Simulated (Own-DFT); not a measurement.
# Biaxial strain at fixed height in wurtzite AlGaN with randomly placed atoms, 72 atoms (Al9Ga27N36)

Source: density functional calculations with Own-DFT, an unreviewed in-house program that is no longer used. Nothing was measured or relaxed, and spin and spin-orbit coupling are left out.

Common settings: PBE; PseudoDojo norm-conserving scalar-relativistic files; cutoff 42 hartree; 4 x 4 x 3 k mesh centred on Gamma; Fermi-Dirac smearing of 0.1 eV.

Known weak points: forces on such cells passed a denser k mesh, each cell not checked; stress not checked against mesh or cutoff.

Unstrained cell vectors in Å: (9.509, 0.000, 0.000); (-4.755, 8.235, 0.000); (0.000, 0.000, 10.268). The unstrained cell has measured lattice constants (interpolated for alloys), not those of this functional. That, the random moves and any unrelaxed bonds set the pressure at no strain. Each run strains x and y alike by e, as a substrate would, and holds the height along z. Random moves of width 0.05 Å per axis were added to every atom. The random placing of the alloy's atoms differs from row to row. Stress is positive in tension.

```
e (%)  u (Å)  (s_xx + s_yy)/2 (GPa)  s_zz (GPa)
-3.00  0.049                 -27.22      -12.24
-1.00  0.050                 -13.52       -8.89
-0.75  0.044                 -10.98       -8.46
-0.50  0.052                 -11.04       -7.49
 0.25  0.049                  -5.00       -8.05
 0.50  0.049                  -4.54       -6.72
 1.50  0.054                   0.56       -6.19
 2.00  0.052                   1.76       -4.06
 2.25  0.051                      ?           ?
 3.00  0.053                   6.76       -6.00
```

## Working it out

With e as a fraction, the in-plane stress is -7.2 + 561 e - 3504 e² GPa (errors 14 and 676, scatter 0.70), and s_zz is -7.8 + 116 e GPa (slope ± 20, scatter 1.01). At e = 0 the first slope is C11 + C12 and the second 2 C13, both with the ions held to the strained lattice and at the cell's own pressure. The term in e² is negative: the layer stiffens under compression and softens under tension. A free layer would change its height as e changes, and the in-plane slope would drop by 2 C13²/C33 to the biaxial modulus. At fixed height, a misfit of 1 % moves the in-plane stress by about 5.6 GPa and s_zz by 1.2 GPa.

## Test on the hidden row

Asked: what are the two stresses at e = 2.25 %?

The fitted form gives 3.6 and -5.2 GPa. Computed: 3.05 and -3.21 GPa.
